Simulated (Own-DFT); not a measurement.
# Misfit strain and the stress it brings: wurtzite AlGaN with randomly placed atoms, 128 atoms (Al48Ga16N64)

Source: density functional calculations with Own-DFT, an unreviewed in-house program that is no longer used. Nothing was measured or relaxed, and spin and spin-orbit coupling are left out.

Common settings: PBE; PseudoDojo norm-conserving scalar-relativistic files (stringent for Ga); cutoff 96 hartree; 3 x 3 x 3 k mesh centred on Gamma; Gaussian smearing of 0.01 eV.

Limits: k mesh not checked against a denser one; stress not checked against mesh or cutoff.

Unstrained cell vectors in Å: (12.525, 0.000, 0.000); (-6.262, 10.847, 0.000); (0.000, 0.000, 10.066). The unstrained cell has measured lattice constants (interpolated for alloys), not those of this functional. That, the random moves and any unrelaxed bonds set the pressure at no strain. Each run strains x and y alike by e, as a substrate would, and holds the height along z. Each atom got a random Gaussian move of width 0.05 Å along each axis. The random placing of the alloy's atoms differs from row to row. Stress is positive in tension.

| e (%) | u (Å) | (s_xx + s_yy)/2 (GPa) | s_zz (GPa) |
|---|---|---|---|
| -2.50 | 0.048 | -21.82 | -11.16 |
| -2.00 | 0.049 | -18.47 | -10.32 |
| -1.25 | 0.049 | -13.41 | -9.72 |
| -1.00 | 0.049 | -11.72 | -8.04 |
| -0.75 | 0.049 | -10.70 | -7.31 |
| 0.25 | 0.047 | -4.47 | -6.37 |
| 0.75 | 0.050 | ? | ? |
| 1.25 | 0.049 | 0.31 | -4.31 |
| 1.75 | 0.051 | 3.21 | -5.54 |
| 2.75 | 0.047 | 7.80 | -2.76 |

## Fit

With e as a fraction, the in-plane stress is -6.1 + 568 e - 2425 e² GPa (errors 5 and 316, scatter 0.23), and s_zz is -7.0 + 154 e GPa (slope ± 15, scatter 0.75). At e = 0 the first slope is C11 + C12 and the second 2 C13, both with the ions held to the strained lattice and at the cell's own pressure. The term in e² is negative: the layer stiffens under compression and softens under tension. A free layer would change its height as e changes, and the in-plane slope would drop by 2 C13²/C33 to the biaxial modulus. At fixed height, a misfit of 1 % moves the in-plane stress by about 5.7 GPa and s_zz by 1.5 GPa.

## The run left out

Q: what are the two stresses at e = 0.75 %?

Estimate: -1.9 and -5.9 GPa. Computed: -2.05 and -5.95 GPa.
